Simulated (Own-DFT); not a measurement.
# Shaking the atoms of diamond germanium, 16 atoms (Ge16)

Calculated results; nothing here was measured. The program, named Own-DFT, is a retired in-house plane-wave density functional code that no person has reviewed. Each row is one single-point run on a periodic cell that was not relaxed, without spin or spin-orbit coupling.

Settings of every run: PBE; PseudoDojo norm-conserving scalar-relativistic files; cutoff 42 hartree; 5 x 5 x 5 k mesh centred on Gamma; Fermi-Dirac smearing of 0.1 eV.

Known limits: k mesh not checked against a denser one; stress not checked against mesh or cutoff.

Cell vectors in Å: (0.000, 5.658, 5.658); (5.658, 0.000, 5.658); (5.658, 5.658, 0.000). In each run every atom was moved at random and independently from its ideal site; u is the rms move along one axis. E is the free energy for each atom above the fitted value at u = 0, and F the rms of the force components.

| run | u (Å) | E (meV/atom) | F (eV/Å) | largest force (eV/Å) | P (GPa) |
|---|---|---|---|---|---|
| 1 | 0.0193 | 5.6 | 0.261 | 0.78 | 3.86 |
| 2 | 0.0203 | 6.2 | 0.267 | 0.70 | 3.87 |
| 3 | 0.0485 | 38.0 | 0.679 | 1.75 | 4.28 |
| 4 | 0.0535 | 41.5 | 0.715 | 1.70 | 4.36 |
| 5 | 0.0772 | 98.5 | 1.036 | 2.38 | 5.02 |
| 6 | 0.0930 | ? | ? | ? | ? |
| 7 | 0.0995 | 138.1 | 1.269 | 4.02 | 5.47 |
| 8 | 0.1403 | 279.4 | 1.714 | 5.04 | 6.99 |

## Worked fit

For small independent moves the energy grows as E = (3/2) K u², with K the mean stiffness felt by one atom. The runs with u up to 0.11 Å give K = 10.1 ± 0.4 eV/Å², with residuals divided by u² + 0.0006 Å², since the noise grows with the moves. The scatter is 3.0 meV/atom at u = 0.05 Å. The forces follow F = G u with G = 13.4 eV/Å²; no force at u = 0 is resolved. G exceeds K because the moves of its neighbours add to the force on an atom, and stiffness differs between atoms. At u = 0.140 Å the parabola gives 299 meV/atom and the run 279. The pressure follows P = 3.85 + 173 u² GPa: at fixed volume, shortened bonds push harder than stretched ones pull.

## Withheld run

Question: what energy and rms force should run 6 give?

The fit gives 132 ± 11 meV/atom and about 1.25 eV/Å. The calculation gave 197.2 meV/atom and 1.713 eV/Å. This run lies off the fit, by chance or by something that the fit leaves out.
